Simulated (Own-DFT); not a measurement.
# Energy and forces against displacement in 3C SiC, 64 atoms (C32Si32)

All numbers below are calculated, not measured. They come from Own-DFT, an in-house plane-wave density functional program, since retired, whose code no person has reviewed. Each row is one single-point run on a periodic cell that was not relaxed, without spin or spin-orbit coupling.

Settings of every run: PBE; PseudoDojo norm-conserving scalar-relativistic files; cutoff 42 hartree; 4 x 4 x 4 k mesh centred on Gamma; Fermi-Dirac smearing of 0.1 eV.

Known limits, some of them of some rows only: some atoms lie very close together; forces on such cells passed a denser k mesh, each cell not checked; stress not checked against mesh or cutoff.

Cell vectors in Å: (8.719, 0.000, 0.000); (0.000, 8.719, 0.000); (0.000, 0.000, 8.719). In each run every atom was moved at random and independently from its ideal site; u is the rms move along one axis. E is the free energy for each atom above the fitted value at u = 0, and F the rms of the force components.

| run | u (Å) | E (meV/atom) | F (eV/Å) | largest force (eV/Å) | P (GPa) |
|---|---|---|---|---|---|
| 1 | 0.0298 | 36.0 | 0.858 | 3.36 | 3.78 |
| 2 | 0.0305 | 35.8 | 0.838 | 2.63 | 3.81 |
| 3 | 0.0319 | ? | ? | ? | ? |
| 4 | 0.0589 | 133.1 | 1.820 | 8.55 | 6.31 |
| 5 | 0.0616 | 157.9 | 1.967 | 7.53 | 6.72 |
| 6 | 0.0956 | 368.2 | 3.183 | 11.82 | 11.79 |
| 7 | 0.1052 | 426.2 | 3.318 | 12.44 | 13.22 |
| 8 | 0.1391 | 764.9 | 4.912 | 25.83 | 21.64 |

## Worked fit

For small independent moves the energy grows as E = (3/2) K u², with K the mean stiffness felt by one atom. The runs with u up to 0.11 Å give K = 26.4 ± 0.6 eV/Å², with residuals divided by u² + 0.0006 Å², since the noise grows with the moves. The scatter is 3.8 meV/atom at u = 0.05 Å. The forces follow F = G u with G = 30.7 eV/Å²; no force at u = 0 is resolved. G exceeds K because the moves of its neighbours add to the force on an atom, and stiffness differs between atoms. The pressure follows P = 3.02 + 941 u² GPa: at fixed volume, shortened bonds push harder than stretched ones pull.

## Withheld run

Question: what energy and rms force should run 3 give?

The fit gives 40 ± 2 meV/atom and about 0.98 eV/Å. The calculation gave 41.0 meV/atom and 0.946 eV/Å.
